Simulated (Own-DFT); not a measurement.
# Response to strain: wurtzite AlN, 72 atoms (Al36N36)

All numbers below are calculated, not measured. They come from Own-DFT, an in-house plane-wave density functional program, since retired, whose code no person has reviewed. Each row is one single-point run on a periodic cell that was not relaxed, without spin or spin-orbit coupling.

Settings of every run: PBE; PseudoDojo norm-conserving scalar-relativistic files; cutoff 42 hartree; 4 x 4 x 3 k mesh centred on Gamma; Gaussian smearing of 0.01 eV.

Known limits: k mesh not checked against a denser one; stress not checked against mesh or cutoff.

Unstrained cell vectors in Å: (9.336, 0.000, 0.000); (-4.668, 8.085, 0.000); (0.000, 0.000, 9.964). The unstrained cell has measured lattice constants (interpolated for alloys), not those of this functional. That, the random moves and any unrelaxed bonds set the pressure at no strain. Each run strains this cell uniformly, with the atoms carried along. Every atom was also moved at random, by a Gaussian of width 0.05 Å on each axis. Strain is the symmetric tensor, in per cent. Stress is positive in tension, and the pressure is minus a third of its trace.

```
run  e_xx (%)  e_yy (%)  e_zz (%)  s_xx (GPa)  s_yy (GPa)  s_zz (GPa)  P (GPa)  E (meV/atom)
  1     -1.50     -1.50      0.00      -13.56      -16.94       -7.78    12.76          28.5
  2      0.75      0.75      0.00       -0.23       -0.80       -5.77     2.27           0.0
  3      2.75      2.75      0.00        8.34        9.17       -2.67    -4.95          12.7
  4     -1.00     -1.00      0.00       -9.07      -11.86       -9.20    10.04          17.9
  5      2.25      2.25      0.00        6.26        4.81       -0.60    -3.49           0.3
  6     -1.75     -1.75      0.00      -16.72      -18.36       -7.49    14.19          41.0
  7     -3.00     -3.00      0.00      -24.47      -27.06      -11.19    20.91          78.8
  8     -0.75     -0.75      0.00      -10.23       -8.95       -7.79     8.99          17.3
  9     -2.25     -2.25      0.00           ?           ?           ?        ?             ?
```

E is the free energy for each atom above the lowest run shown.

## Worked fit

The change of volume is close to e_xx + e_yy + e_zz. A straight line through the runs shown gives P = 6.42 - 222 x (fractional change of volume) GPa, with an error of 8 on the slope and a scatter of 0.90 GPa. The strain isn't the same on all axes and the cell isn't cubic, so the slope belongs to this path and is not the bulk modulus.

## Withheld run

Question: what pressure should run 9 give? Its volume changes by -4.45 %.

The line gives 16.3 GPa. The calculation gave 16.48 GPa.
